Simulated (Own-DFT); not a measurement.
# PBE and PBEsol under strain: L1_0 TiAl, 32 atoms (Al16Ti16)

Source: density functional calculations with Own-DFT, an unreviewed in-house program that is no longer used. Nothing was measured or relaxed, and spin and spin-orbit coupling are left out.

Caveats: forces on such cells failed a check on a denser k mesh; stress not checked against mesh or cutoff.

Each geometry was run with PBE and with PBEsol, otherwise alike: PseudoDojo norm-conserving scalar-relativistic files made for PBE; cutoff 42 hartree; 4 x 4 x 4 k mesh centred on Gamma; cold (Marzari-Vanderbilt) smearing of 0.2 eV. Unstrained cell vectors in Å: (5.622, 5.621, 0.000); (-5.621, 5.622, 0.000); (0.000, 0.000, 8.133). Each has a uniform strain, of which the change of volume is shown, and random moves of rms u per axis.

| run | volume change (%) | u (Å) | P with PBE (GPa) | P with PBEsol (GPa) |
|---|---|---|---|---|
| 1 | -1.45 | 0.0513 | 3.80 | 0.89 |
| 2 | -4.30 | 0.0497 | 7.75 | 4.70 |
| 3 | 1.15 | 0.0482 | 0.54 | -2.25 |
| 4 | 0.67 | 0.0519 | 1.22 | -1.60 |
| 5 | -3.23 | 0.0502 | 6.22 | 3.23 |
| 6 | 1.26 | 0.0516 | 0.36 | -2.43 |
| 7 | 3.68 | 0.0571 | -2.05 | -4.74 |
| 8 | -1.97 | 0.0518 | 4.25 | 1.31 |
| 9 | -3.02 | 0.0471 | 5.69 | 2.71 |
| 10 | 2.07 | 0.0503 | -0.47 | -3.23 |
| 11 | 3.24 | 0.0422 | -1.88 | -4.59 |
| 12 | 2.74 | 0.0559 | -0.95 | ? |

Q: by how much does PBEsol shrink this cell, and what belongs in the blank?

## Answer

Write v for the change of volume as a fraction. Fitted to v and u², the PBE pressure has a slope of -123 ± 3 GPa in v, with the ions held to the strained lattice. The difference PBEsol less PBE is -2.85 + 4.4 v GPa (slope ± 0.1) and averages -2.86 GPa. Divided by the mean slope of the two, 121 GPa, that makes PBEsol's volume at a given pressure, near 1 GPa, about 2.4 % smaller, or 0.79 % in lengths. At one volume PBEsol's slope is the smaller by 4 GPa, but its pressure there is lower too. If stiffness rises by about 4 GPa for each GPa, PBEsol at equal pressure is stiffer by about 7 GPa. Files made for PBEsol would give a different shift.

For run 12 the line gives -3.68 GPa. Computed: -3.68 GPa.
